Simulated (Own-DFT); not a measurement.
# Computed records: Hf36O71 (tetragonal hafnia with one neutral oxygen vacancy, atoms displaced)

All values are calculated (Own-DFT development build). A calculation, not a measurement: plane-wave PBE and HSE06 DFT by an unreviewed code, no spin, of a simulated cell at Gamma alone, so results move with cell size and shape, stress positive in tension, energies less offsets, not probed for a lower state with spin; hafnium file: forces about 75 meV/angstrom off all-electron values; oxygen file: force components 24 meV/angstrom off all-electron in a glass; k mesh not checked against a denser one; forces and stress are PBE's, HSE06 gives the energy alone, and its difference from PBE has offsets of its own; offsets are fitted by least squares, one for each functional and potential file, so energies compare only between cells with the same atoms and settings and are not formation energies; the far tail of each file's local potential was reset to the Coulomb form; each entry is a single point on an unrelaxed cell, so the pressure reflects the starting lattice, taken from the Materials Project, from which strain is counted, and rises with the displacements; printed positions are rounded, which can move forces by about a meV/angstrom; the program is a retired in-house code; no spin-orbit coupling.

Settings shared by all entries: first functional PBE; second functional HSE06; exact exchange share 0.25; screening 0.11 1/bohr; exchange divergence Gygi-Baldereschi; potential files PseudoDojo norm-conserving, scalar-relativistic, made for PBE, standard set; wave cutoff 48 hartree; occupations fixed; k mesh 1 x 1 x 1 centred on Gamma.

(1) Hf36O71 (tetragonal hafnia with one neutral oxygen vacancy, atoms displaced)

```xyz
107
Lattice="10.7800 0.0000 0.0000 0.0000 10.7800 0.0000 0.0000 0.0000 10.4493" Properties=species:S:1:pos:R:3 Hf36O71
Hf    10.6501     0.0191    10.4164
Hf     1.7910     1.7881     2.6477
O      0.0654     1.7751     1.6103
O      1.8110    10.6139     3.7005
O     10.7459     1.8640     4.2857
O      1.7819    10.7649     0.9604
Hf    10.7526     0.1509     5.2632
Hf     1.7248     1.7329     7.8632
O      0.0787     1.7870     6.8392
O      1.8428    10.7791     8.8325
O      0.0599     1.8684     9.4785
O      1.8346     0.0953     6.1144
Hf    10.7030     3.5164     0.0813
Hf     1.7635     5.4591     2.4765
O      0.0372     5.4172     1.5361
O      1.6582     3.6246     3.4562
O      0.0170     5.4285     4.2942
O      1.6171     3.5671     1.0357
Hf     0.0981     3.6355     5.3067
Hf     1.7594     5.5101     7.7397
O      0.0234     5.4546     6.8508
O      1.8591     3.5140     8.7254
O      0.0324     5.4324     9.3574
O      1.8896     3.4793     6.1657
Hf     0.0055     7.1615     0.0701
Hf     1.8771     8.9034     2.7163
O     10.7773     9.0211     1.3996
O      1.8819     7.2724     3.4966
O      0.0537     9.1004     4.0933
O      1.7224     7.1971     1.0916
Hf    10.7509     7.1230     5.1221
Hf     1.7479     8.9844     7.8627
O      1.8741     7.1776     8.8915
O      0.0041     8.9530     9.3221
O      1.7865     7.2052     6.2707
Hf     3.6336    10.7337     0.0118
Hf     5.4578     1.8574     2.6120
O      3.7138     1.8909     1.7259
O      5.3278     0.0813     3.6097
O      3.5818     1.8428     4.1249
O      5.2911    10.7674     1.0304
Hf     3.6496     0.1390     5.2539
Hf     5.4921     1.8213     7.7675
O      3.6426     1.7352     6.7109
O      5.4730     0.1187     8.9993
O      3.6372     1.7219     9.4165
O      5.5401     0.0409     6.3476
Hf     3.6583     3.5787     0.0306
Hf     5.4232     5.3646     2.8477
O      3.5772     5.3033     1.4768
O      5.4402     3.6126     3.7439
O      3.5205     5.4139     4.1240
O      5.4662     3.5262     1.0877
Hf     3.5778     3.4880     5.2700
Hf     5.3596     5.2652     7.7335
O      3.6348     5.2578     6.7733
O      5.4174     3.5108     8.9074
O      3.6064     5.4639     9.3064
O      5.1533     3.4675     6.2189
Hf     3.5418     7.2374     0.0388
Hf     5.3889     8.9075     2.6026
O      3.6566     9.0614     1.5436
O      5.3347     7.2165     3.5827
O      3.5861     9.0950     4.2385
O      5.3000     7.2113     1.0782
Hf     3.6550     7.1430     5.1029
Hf     5.4580     8.9451     7.8670
O      3.6131     8.9478     6.9694
O      5.2974     7.0328     8.7102
O      3.4805     9.0337     9.3106
O      5.3904     7.1262     6.2385
Hf     7.0863     0.0801    10.3224
Hf     9.0309     1.9454     2.6358
O      7.1811     1.9011     1.6451
O      8.9026     0.1962     3.6301
O      7.1997     1.9415     4.1735
O      8.9571    10.6941     0.9409
Hf     7.3387    10.7440     5.2011
Hf     9.0745     1.7777     7.6415
O      7.3193     1.9497     6.9499
O      9.0940    10.7786     8.7074
O      7.1134     1.7389     9.3120
O      8.8922     0.0601     6.2438
Hf     7.2076     3.8302    10.4334
Hf     8.8922     5.4631     2.5993
O      7.2903     5.4979     1.6495
O      9.0481     3.7209     3.6519
O      7.2383     5.4253     4.2853
O      8.8448     3.5744     1.0117
Hf     7.1876     3.5358     5.1874
Hf     9.0375     5.4364     7.8994
O      7.2660     5.4349     6.7626
O      9.1008     3.5620     8.9952
O      7.1412     5.4147     9.4316
O      8.9535     3.7174     6.1584
Hf     7.2151     7.1294    10.3253
Hf     9.0538     8.9182     2.5990
O      7.0822     8.8903     1.5245
O      9.0295     7.2010     3.4697
O      7.2404     8.9904     4.1343
O      8.8470     7.0148     1.0752
Hf     7.1616     7.1685     5.2517
Hf     9.0111     8.8448     7.9085
O      7.2605     8.8314     6.7567
O      9.0325     7.0984     8.8194
O      7.1618     8.9781     9.4786
O      8.8788     7.1516     6.2507
```

Results for Hf36O71 (tetragonal hafnia with one neutral oxygen vacancy, atoms displaced): PBE energy of cell above offsets -88.139 eV; HSE06 less PBE above offsets 0.445 eV; PBE pressure 5.38 GPa; PBE stress xx -4.94 GPa; PBE stress yy -6.28 GPa; PBE stress zz -4.93 GPa; PBE stress yz 0.17 GPa; PBE stress xz -1.93 GPa; PBE stress xy -0.17 GPa.

Force:
| element | x (eV/Å) | y (eV/Å) | z (eV/Å) |
| --- | --- | --- | --- |
| Hf | 2.113 | -0.7 | 0.11 |
| Hf | 1.789 | -1.078 | -0.894 |
| O | -2.406 | -0.011 | 0.122 |
| O | -0.191 | 3.733 | -0.533 |
| O | 0.288 | 0.39 | -0.514 |
| O | 0.025 | 0.708 | 0.246 |
| Hf | 1.59 | -2.65 | -1.154 |
| Hf | 3.891 | 0.371 | 1.334 |
| O | -1.486 | 0.272 | -2.125 |
| O | -1.098 | -0.375 | -0.671 |
| O | -0.076 | -1.828 | -0.871 |
| O | -1.466 | -0.501 | 1.343 |
| Hf | -0.013 | 1.369 | -1.353 |
| Hf | 1.506 | -2.082 | 0.281 |
| O | -2.18 | 0.387 | 0.329 |
| O | -0.07 | 0.356 | 1.575 |
| O | 0.6 | -0.874 | -1.104 |
| O | 3.255 | 0.131 | -0.665 |
| Hf | -0.956 | 0.464 | -1.534 |
| Hf | 2.61 | -1.155 | 2.759 |
| O | -1.127 | -0.565 | -1.446 |
| O | -0.026 | 1.687 | 0.184 |
| O | 0.016 | -0.336 | 0.865 |
| O | -2.65 | 0.51 | 0.756 |
| Hf | -0.216 | 0.217 | -0.765 |
| Hf | -0.313 | 6.013 | -3.771 |
| O | -0.645 | -1.217 | 1.531 |
| O | -0.393 | -4.722 | 3.645 |
| O | -1.788 | -1.702 | 1.094 |
| O | 1.306 | -0.052 | -0.726 |
| Hf | -0.141 | 3.205 | 2.279 |
| Hf | 0.895 | 0.04 | -0.131 |
| O | -0.909 | 0.52 | -0.041 |
| O | -0.481 | -0.571 | 0.049 |
| O | -0.043 | -0.132 | -1.373 |
| Hf | -1.728 | 0.612 | -0.644 |
| Hf | -0.024 | -1.216 | 0.128 |
| O | -2.869 | 0.51 | -1.629 |
| O | 0.733 | -0.859 | 0.606 |
| O | -0.772 | -0.27 | 0.664 |
| O | 2.766 | 0.552 | 0.43 |
| Hf | 0.855 | -0.791 | -0.615 |
| Hf | -1.517 | -1.361 | 1.724 |
| O | -0.677 | -0.395 | 0.874 |
| O | -0.783 | -2.673 | -2.052 |
| O | -0.289 | 1.269 | 0.65 |
| O | 0.266 | -0.226 | -0.614 |
| Hf | -0.947 | -0.198 | -0.953 |
| Hf | -0.914 | -0.303 | -3.423 |
| O | 0.029 | 0.17 | 0.957 |
| O | -0.082 | 0.629 | 0.039 |
| O | 0.719 | -0.697 | -0.08 |
| O | -0.131 | 1.709 | -0.622 |
| Hf | -1.375 | 0.833 | -2.701 |
| Hf | -0.466 | 0.616 | 0.915 |
| O | -1.407 | 1.048 | -0.911 |
| O | -0.037 | 1.799 | -0.338 |
| O | -0.053 | -1.498 | 1.489 |
| O | 6.449 | 0.437 | 2.198 |
| Hf | 0.63 | -0.586 | -1.475 |
| Hf | 0.53 | 3.362 | -1.534 |
| O | -1.395 | -1.33 | 0.457 |
| O | 0.017 | -1.348 | 2.179 |
| O | 0.541 | -2.53 | 0.207 |
| O | 0.84 | -0.756 | -1.312 |
| Hf | -0.682 | 1.915 | 1.978 |
| Hf | -1.38 | 0.482 | -0.237 |
| O | 0.539 | 0.309 | -1.461 |
| O | 1.355 | 2.257 | 0.966 |
| O | 1.273 | -0.974 | 2.119 |
| O | -0.431 | 0.037 | -1.183 |
| Hf | -0.368 | 0.056 | 2.513 |
| Hf | -1.125 | -0.272 | -0.676 |
| O | 1.505 | -1.278 | -0.511 |
| O | 0.425 | -1.953 | 0.142 |
| O | 0.31 | -2.385 | 0.507 |
| O | -0.939 | 0.488 | 0.203 |
| Hf | -3.783 | -0.221 | -2.426 |
| Hf | -0.533 | 0.652 | 4.726 |
| O | -1.977 | 0.856 | -3.212 |
| O | -0.085 | -0.159 | 0.42 |
| O | 1.377 | 2.008 | 1.04 |
| O | 2.772 | 0.299 | 0.777 |
| Hf | -1.437 | -5.597 | 0.914 |
| Hf | 2.911 | -1.689 | 0.248 |
| O | -4.863 | -1.31 | -1.184 |
| O | -0.236 | -0.891 | -0.275 |
| O | -0.749 | -0.414 | -1.78 |
| O | 2.361 | 0.313 | 1.325 |
| Hf | -0.113 | 1.744 | 1.553 |
| Hf | 0.167 | -3.642 | -1.825 |
| O | -1.647 | -0.786 | 1.375 |
| O | -1.281 | 0.853 | -2.097 |
| O | 0.494 | 0.699 | -2.106 |
| O | 1.964 | -1.019 | 0.97 |
| Hf | -2.127 | 3.003 | 3.291 |
| Hf | -1.046 | 3.472 | -2.008 |
| O | 1.724 | 0 | 0.937 |
| O | 0.656 | -0.098 | 2.854 |
| O | 0.203 | -0.286 | 0.587 |
| O | 2.498 | 1.737 | -2.081 |
| Hf | -0.291 | 1.31 | 0.954 |
| Hf | 0.91 | 2.016 | -1.679 |
| O | -0.802 | 0.957 | 0.856 |
| O | -0.964 | 1.77 | 2.288 |
| O | 0.209 | -0.783 | -1.658 |
| O | 3.078 | 0.19 | -0.589 |

(2) Hf36O71 (tetragonal hafnia with one neutral oxygen vacancy, atoms displaced)

```xyz
107
Lattice="10.7800 0.0000 0.0000 0.0000 10.7800 0.0000 0.0000 0.0000 10.4493" Properties=species:S:1:pos:R:3 Hf36O71
Hf    10.7507     0.0117     0.0202
Hf     1.8190     1.8288     2.5944
O     10.7536     1.7805     1.5751
O      1.7753    10.7758     3.6289
O      0.0605     1.7764     4.2490
O      1.8152     0.0674     1.0009
Hf    10.7520     0.0534     5.2475
Hf     1.7897     1.7833     7.8425
O      0.0046     1.8410     6.8790
O      1.8309    10.7567     8.8459
O      0.0025     1.7645     9.4292
O      1.7917    10.7772     6.2985
Hf     0.0130     3.5913    10.4234
Hf     1.7516     5.3678     2.6568
O     10.7410     5.4331     1.5864
O      1.7851     3.5302     3.6353
O     10.7438     5.4091     4.1964
O      1.8093     3.5901     1.0674
Hf    10.7713     3.6039     5.1952
Hf     1.8248     5.3773     7.8306
O     10.7056     5.3551     6.8205
O      1.8161     3.6351     8.7708
O      0.0548     5.4231     9.4633
O      1.7830     3.5451     6.2306
Hf    10.7593     7.1274     0.0083
Hf     1.7459     9.0487     2.6091
O     10.7527     8.9808     1.6359
O      1.7726     7.1721     3.6162
O      0.0029     9.0097     4.2230
O      1.8067     7.1940     1.0432
Hf    10.7491     7.1580     5.2294
Hf     1.8097     9.0247     7.8670
O      0.0189     8.9578     6.7984
O      1.8259     7.1799     8.8717
O      1.8082     7.1718     6.2895
Hf     3.5617    10.7402    10.4242
Hf     5.3584     1.8547     2.6597
O      3.6509     1.7772     1.5828
O      5.4019     0.0148     3.5998
O      3.5723     1.7906     4.1640
O      5.3937     0.0247     1.0287
Hf     3.6060     0.0216     5.2329
Hf     5.3689     1.8189     7.8813
O      3.5815     1.7873     6.8180
O      5.4065     0.0026     8.8498
O      3.5732     1.7777     9.4492
O      5.4037    10.7668     6.2792
Hf     3.6181     3.6026    10.4051
Hf     5.3742     5.3378     2.5894
O      3.5707     5.3841     1.6289
O      5.4122     3.6075     3.6373
O      3.6141     5.4163     4.1667
O      5.3843     3.5800     0.9924
Hf     3.5790     3.5951     5.2372
Hf     5.3785     5.4087     7.8311
O      3.5999     5.3461     6.8462
O      5.3517     3.6077     8.8934
O      3.5798     5.3787     9.4701
O      5.3771     3.5787     6.2656
Hf     3.5824     7.2253    10.4321
Hf     5.3518     9.0158     2.6310
O      3.5924     8.9531     1.5942
O      5.3876     7.1742     3.5811
O      3.5983     8.9494     4.2117
O      5.3765     7.1816     0.9589
Hf     3.5422     7.1203     5.2240
Hf     5.3906     8.9953     7.8559
O      3.5454     8.9627     6.8255
O      5.4244     7.1783     8.8723
O      3.6174     8.9584     9.3882
O      5.4002     7.1930     6.1926
Hf     7.1927    10.7595     0.0621
Hf     9.0250     1.8354     2.6297
O      7.1333     1.8091     1.5163
O      8.9708     0.0076     3.5852
O      7.1996     1.7872     4.2063
O      8.9626     0.0330     1.0270
Hf     7.1935    10.7439     5.1659
Hf     9.0329     1.8450     7.7864
O      7.1151     1.8014     6.8119
O      9.0005    10.7567     8.8924
O      7.1814     1.8546     9.4292
O      9.0007    10.7721     6.2451
Hf     7.1474     3.5649     0.0217
Hf     9.0058     5.3405     2.5991
O      7.1616     5.3853     1.5675
O      8.9958     3.5721     3.5730
O      7.2094     5.3338     4.1602
O      8.9650     3.6372     0.9900
Hf     7.1453     3.5852     5.2204
Hf     8.9797     5.4169     7.8384
O      7.1892     5.3470     6.7962
O      9.0248     3.6642     8.8267
O      7.1860     5.4083     9.4045
O      8.9463     3.5780     6.2644
Hf     7.2203     7.1774     0.0223
Hf     9.0401     8.9801     2.5937
O      7.2021     8.9875     1.6174
O      8.9969     7.1747     3.6397
O      7.1693     8.9838     4.1977
O      8.9918     7.1427     0.9614
Hf     7.1742     7.1883     5.2305
Hf     9.0001     8.9953     7.8142
O      7.1620     8.9522     6.8267
O      8.9407     7.1390     8.8735
O      7.1696     8.9800     9.4566
O      8.9854     7.1927     6.1836
```

It finds PBE energy of cell above offsets -100.682 eV; HSE06 less PBE above offsets -0.138 eV; PBE pressure 1.2 GPa; PBE stress xx -0.42 GPa; PBE stress yy -1.2 GPa; PBE stress zz -2 GPa; PBE stress yz -0.78 GPa; PBE stress xz 0.79 GPa; PBE stress xy -0.05 GPa.

Force:
| element | x (eV/Å) | y (eV/Å) | z (eV/Å) |
| --- | --- | --- | --- |
| Hf | -0.443 | -0.667 | -0.399 |
| Hf | 0.445 | -0.984 | -0.694 |
| O | 0.545 | 0.335 | 0.364 |
| O | 0.226 | 0.637 | 0.009 |
| O | -0.644 | 0.77 | -0.497 |
| O | -0.671 | -0.484 | 0.213 |
| Hf | 0.951 | -1.682 | -0.035 |
| Hf | 0.657 | -0.095 | -0.003 |
| O | 0.23 | -0.249 | -1.026 |
| O | -0.39 | 0.568 | 0.719 |
| O | 0.246 | 0.724 | -0.017 |
| O | -0.233 | 0.468 | -0.649 |
| Hf | -0.474 | 0.162 | 0.24 |
| Hf | 0.841 | 0.769 | -1.165 |
| O | 0.98 | -0.475 | 0.116 |
| O | -0.149 | 1.39 | 0.546 |
| O | 0.366 | -1.154 | -0.144 |
| O | -0.48 | -0.233 | -0.8 |
| Hf | -0.337 | 0.212 | 0.964 |
| Hf | -0.904 | 1.494 | 0.029 |
| O | 1.582 | 0.059 | -0.384 |
| O | -0.215 | -1.25 | 1.108 |
| O | 0.048 | -1.078 | -0.43 |
| O | -0.021 | 0.438 | -0.441 |
| Hf | 1.044 | 1.26 | -0.093 |
| Hf | 1.075 | -1.418 | 0.369 |
| O | 0.752 | 0.371 | -1.199 |
| O | -0.114 | 0.271 | 0.35 |
| O | -0.104 | -0.061 | 0.053 |
| O | -0.652 | -0.028 | -0.342 |
| Hf | 0.642 | 1.174 | -0.013 |
| Hf | -0.192 | -1.392 | -0.647 |
| O | -0.318 | 0.071 | 0.96 |
| O | -0.343 | 0.26 | -0.198 |
| O | -0.598 | -0.731 | -0.606 |
| Hf | 1.27 | 0.257 | 0.509 |
| Hf | 0.778 | -1.215 | -1.369 |
| O | -1.032 | 0.302 | 0.321 |
| O | -0.164 | 0.322 | 0.863 |
| O | 0.211 | 0.376 | 0.504 |
| O | -0.536 | -0.637 | -0.329 |
| Hf | 0.033 | -1.052 | 0.385 |
| Hf | 0.769 | -0.486 | -0.289 |
| O | -0.003 | 0.107 | -0.169 |
| O | -0.263 | 0.166 | 0.205 |
| O | -0.246 | 0.162 | -0.347 |
| O | -0.421 | -0.148 | -0.921 |
| Hf | -0.079 | -0.064 | 0.858 |
| Hf | 0.224 | 1.809 | -0.431 |
| O | -0.2 | -0.357 | -0.023 |
| O | -0.358 | -0.27 | 0.624 |
| O | -0.494 | -1.446 | 0.704 |
| O | -0.611 | 0.303 | 0.71 |
| Hf | 0.254 | -0.143 | 0.067 |
| Hf | 1.243 | 0.188 | 0.686 |
| O | -0.193 | 0.021 | -0.711 |
| O | -0.225 | 0.148 | -0.315 |
| O | -0.05 | 0.435 | -0.597 |
| O | -0.498 | 0.144 | -0.406 |
| Hf | 0.006 | -0.655 | 0.761 |
| Hf | 0.447 | -1.003 | -0.516 |
| O | -0.617 | 0.563 | -0.247 |
| O | 0.288 | -0.181 | 0.028 |
| O | -0.009 | 0.626 | 0.234 |
| O | 0.101 | 0.044 | 0.306 |
| Hf | 0.555 | 1.656 | -0.142 |
| Hf | -0.153 | -0.144 | -0.136 |
| O | 0.934 | 0.23 | -0.017 |
| O | -0.482 | -0.024 | -0.907 |
| O | -0.055 | 0.665 | 0.186 |
| O | -0.776 | -0.442 | 0.451 |
| Hf | -0.663 | 0.371 | -0.74 |
| Hf | -1.547 | -1.222 | -1.261 |
| O | 0.906 | 0.305 | 1.377 |
| O | 0.223 | 0.193 | 0.586 |
| O | 0.047 | 0.167 | -0.188 |
| O | 0.784 | -0.183 | 0.12 |
| Hf | -0.533 | 0.45 | 0.837 |
| Hf | -2.239 | 0.024 | 1.107 |
| O | 1.144 | -0.018 | 0.265 |
| O | 0.519 | 0.251 | -0.627 |
| O | 0.174 | -0.941 | -0.323 |
| O | -0.483 | 0.225 | 0.068 |
| Hf | 0.446 | 0.725 | -0.53 |
| Hf | -1.548 | 1.155 | -0.267 |
| O | 0.42 | -0.015 | 0.357 |
| O | 0.551 | 0.133 | 1.057 |
| O | 0.048 | 0.546 | 0.529 |
| O | 0.804 | -0.269 | 0.094 |
| Hf | 0.14 | 0.047 | 0.631 |
| Hf | -1.13 | -0.337 | -0.024 |
| O | -0.304 | 0.349 | -0.036 |
| O | 0.5 | -1.166 | 0.27 |
| O | -0.191 | -0.684 | 0.211 |
| O | 0.576 | -0.601 | -0.997 |
| Hf | -1.206 | -0.139 | -0.575 |
| Hf | -1.674 | -0.326 | 0.86 |
| O | 0.086 | 0.032 | -0.001 |
| O | 0.098 | 0.111 | -0.6 |
| O | 0.081 | -0.215 | 0.246 |
| O | 0.192 | 0.317 | 1.026 |
| Hf | -0.14 | -0.392 | -0.947 |
| Hf | -0.283 | -0.223 | 0.638 |
| O | 0.642 | 0.044 | -0.153 |
| O | 0.794 | 1.385 | -0.459 |
| O | 0.078 | 0.132 | -0.14 |
| O | -0.314 | 0.048 | 0.796 |
